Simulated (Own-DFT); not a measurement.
# Computed records: Si2SnGe13 (diamond-structure random alloy, strained, atoms displaced)

Computed with Own-DFT development build. A calculation, not a measurement: plane-wave density functional theory by an unreviewed code, no spin, of a simulated periodic cell, stress positive in tension, run twice, with PBE and with PBEsol, both on files made for PBE, so the change isn't that of files made for PBEsol, forces on such cells moved up to 12 meV/angstrom on a denser k mesh; the far tail of each file's local potential was reset to the Coulomb form; each entry is a single point on an unrelaxed cell, so the pressure reflects the starting lattice, mostly measured values (interpolated for alloys), from which strain is counted, and rises with the displacements; printed positions are rounded, which can move forces by about a meV/angstrom; the program, named Own-DFT, is a retired in-house code; no spin-orbit coupling; stress was not checked against mesh or cutoff.

```xyz
64
Lattice="11.1075 0.0000 0.0000 0.0000 11.1075 0.0000 0.0000 0.0000 11.3631" Properties=species:S:1:pos:R:3:PBE_force_x:R:1:PBE_force_y:R:1:PBE_force_z:R:1:PBEsol_force_x:R:1:PBEsol_force_y:R:1:PBEsol_force_z:R:1 formula=Si2SnGe13 functional=PBE,then_PBEsol potential_files=PseudoDojo_norm-conserving,scalar-relativistic,standard_set wave_cutoff=49 occupations=Fermi-Dirac smearing_width=0.1 k_mesh=3_x_3_x_3_centred_on_Gamma PBE_pressure=8.35 PBE_stress_xx=-8.91 PBE_stress_yy=-8.84 PBE_stress_zz=-7.29 PBE_stress_yz=-0.55 PBE_stress_xz=-0.76 PBE_stress_xy=-0.85 PBEsol_pressure=5.25 PBEsol_stress_xx=-5.81 PBEsol_stress_yy=-5.75 PBEsol_stress_zz=-4.18 PBEsol_stress_yz=-0.52 PBEsol_stress_xz=-0.72 PBEsol_stress_xy=-0.81 rms_change_of_force_components_from_PBE_to_PBEsol=0.042
Ge    11.1033     0.0168    11.3182     -0.459     -0.319     -0.155     -0.405     -0.333     -0.099
Ge    11.1002     2.8241     2.8980     -0.032      -0.54     -0.832     -0.034     -0.532     -0.811
Ge     2.7921    11.1028     2.8665      1.517      1.586     -1.873      1.426      1.505     -1.849
Ge     2.7848     2.8089    11.3461     -0.444      -0.55      0.591     -0.429     -0.528      0.565
Ge     1.2832     1.3632     1.4230      1.119      0.577        0.2      1.083      0.555      0.191
Ge     1.3918     4.0960     4.2670     -0.938      2.485     -1.119     -0.922      2.418     -1.084
Si     4.1358     1.4079     4.2567      1.265     -1.276     -0.454      1.243     -1.254     -0.455
Ge     4.1688     4.1147     1.4853     -0.141       0.81       -0.4     -0.133      0.786     -0.398
Ge     0.0629    11.0786     5.6811     -2.313      2.488      1.771     -2.274      2.378      1.689
Ge    11.0951     2.7818     8.5690      0.029     -0.644      0.174      0.028     -0.549      0.163
Ge     2.8685     0.0194     8.4638     -0.882     -0.209     -0.525     -0.854     -0.187     -0.428
Sn     2.7192     2.7862     5.7266      1.096     -0.927     -0.348      1.073     -0.801     -0.354
Si     1.3431     1.4537     7.1101     -0.947     -2.056       1.58     -0.935     -2.018      1.555
Ge     1.3671     4.1631     9.9669      -0.07      0.274      0.218     -0.055      0.273      0.209
Ge     4.1355     1.4092     9.9122      0.012     -0.097      0.627      0.015     -0.092      0.598
Ge     4.1253     4.1895     7.0972      1.051      1.374      1.357      1.017      1.332      1.319
Ge     0.0415     5.6165     0.0540     -0.984     -0.837     -0.937     -0.939     -0.821     -0.909
Ge     0.0547     8.3481     2.8821     -1.364     -0.517     -2.561     -1.319     -0.506     -2.483
Ge     2.7791     5.6121     2.8905       0.37     -0.651      0.194      0.352     -0.637      0.181
Ge     2.7854     8.4252     0.0913     -2.328      -1.35     -0.843     -2.244     -1.301     -0.821
Ge     1.3676     6.9012     1.4501      0.747      1.206        0.3      0.723      1.172      0.296
Sn     1.3721     9.7784     4.2423      0.808     -0.465     -0.162      0.784     -0.466     -0.157
Ge     4.2089     7.0304     4.3230     -1.004      0.112     -0.534     -0.977        0.1     -0.516
Ge     4.1226     9.6724     1.3202      1.807      2.047      2.125      1.736      1.978      2.061
Ge     0.0672     5.5539     5.7405     -0.139     -1.606      0.014     -0.127     -1.554      0.016
Ge    11.0131     8.3832     8.5158       1.33     -0.391      0.147      1.287     -0.382      0.139
Ge     2.7488     5.5724     8.6192     -1.458     -1.224     -2.293     -1.416     -1.194     -2.226
Ge     2.6938     8.3559     5.6769      1.982     -0.625      1.497      1.896     -0.646      1.425
Ge     1.3613     6.9540     7.0554      0.357      0.264      1.505       0.34      0.249      1.439
Ge     1.4394     9.7332     9.9290     -0.292      0.169     -0.335     -0.284      0.166     -0.311
Sn     4.1272     6.9750     9.9356      0.449       0.71      1.049      0.442      0.684      1.028
Si     4.2064     9.6618     7.1115      0.278      0.212     -0.626      0.274      0.202      -0.61
Ge     5.5725     0.0926     0.0136     -0.729      -0.33     -0.098     -0.706     -0.322      -0.11
Ge     5.5490     2.6964     2.8161     -0.563      0.208      0.805     -0.511      0.244       0.74
Ge     8.2834    11.0786     2.8378      0.383      0.717     -0.671      0.382      0.699     -0.646
Ge     8.3589     2.7681     0.0170      0.144      0.072     -0.843      0.107      0.097     -0.772
Ge     6.9548     1.4491     1.4106      0.325     -0.741      0.173      0.309      -0.72      0.169
Ge     6.8713     4.1397     4.2281      0.444      0.637      0.001      0.406      0.587       0.03
Ge     9.6799     1.4045     4.1571      0.175     -0.341      1.311      0.166     -0.321      1.264
Ge     9.7510     4.1133     1.4130     -0.561      1.353      0.549     -0.517      1.277      0.509
Ge     5.6639    11.0594     5.5965     -1.743      0.872      1.154     -1.622      0.837      1.113
Ge     5.4808     2.7207     8.4850      0.789      0.789      0.091      0.762      0.758        0.1
Ge     8.3900     0.0522     8.4566      0.082     -0.229      1.792      0.044     -0.245       1.69
Ge     8.3475     2.8297     5.6634     -0.528     -0.799     -0.117     -0.504     -0.778     -0.109
Ge     6.9799     1.3573     7.1660     -0.562      0.735     -1.417     -0.537      0.703     -1.372
Ge     6.9326     4.1524     9.9360      0.058      0.435     -0.384      0.028      0.391     -0.336
Si     9.7350     1.4022     9.9665     -0.261     -0.151     -0.257     -0.259     -0.147     -0.251
Ge     9.7438     4.0837     7.1143     -0.043      1.162      0.005     -0.009      1.095     -0.032
Ge     5.5398     5.5989     0.0494      0.699     -1.502      0.651      0.677     -1.456       0.64
Ge     5.5569     8.3780     2.8758      0.096      0.282     -0.397      0.094      0.259     -0.385
Si     8.2834     5.5907     2.8649     -0.582     -1.695     -1.237     -0.576     -1.664     -1.212
Si     8.2575     8.3407    11.3534      0.379     -0.107     -0.173      0.369     -0.097     -0.166
Ge     6.9172     6.9458     1.4706      0.561      0.289     -0.208      0.466      0.283     -0.207
Ge     7.0289     9.7492     4.2734      0.003     -1.413      0.132     -0.039     -1.319      0.092
Sn     9.7028     6.9296     4.2890     -0.254      0.271      0.472     -0.154      0.271      0.469
Ge     9.6688     9.7561     1.4102      0.367     -0.925     -0.511      0.382     -0.859     -0.458
Ge     5.4899     5.6047     5.6523      0.091      -1.28     -0.083      0.088     -1.225     -0.077
Ge     5.6237     8.3305     8.5661      0.333      0.723     -1.766      0.338      0.685     -1.678
Si     8.3520     5.5448     8.4360     -0.447     -0.314      0.215     -0.432     -0.309      0.208
Si     8.2876     8.3283     5.7760     -0.021      1.003     -0.165     -0.023      0.986     -0.159
Ge     6.8984     6.9073     6.9791      0.715      0.277      1.611      0.621      0.257      1.561
Ge     6.8756     9.7981     9.9493        1.4     -0.116      0.027       1.32     -0.095     -0.004
Ge     9.7228     6.9136     9.8659      -0.95       0.16      0.916     -0.854      0.172      0.885
Ge     9.7067     9.7417     7.1165     -0.222     -0.074     -0.929     -0.184     -0.042     -0.857
```

Units: wave_cutoff in hartree; smearing_width in eV; PBE_pressure, PBE_stress_xx, PBE_stress_yy, PBE_stress_zz, PBE_stress_yz, PBE_stress_xz, PBE_stress_xy, PBEsol_pressure, PBEsol_stress_xx, PBEsol_stress_yy, PBEsol_stress_zz, PBEsol_stress_yz, PBEsol_stress_xz, PBEsol_stress_xy in GPa; rms_change_of_force_components_from_PBE_to_PBEsol, PBE_force_x, PBE_force_y, PBE_force_z, PBEsol_force_x, PBEsol_force_y, PBEsol_force_z in eV/Å.
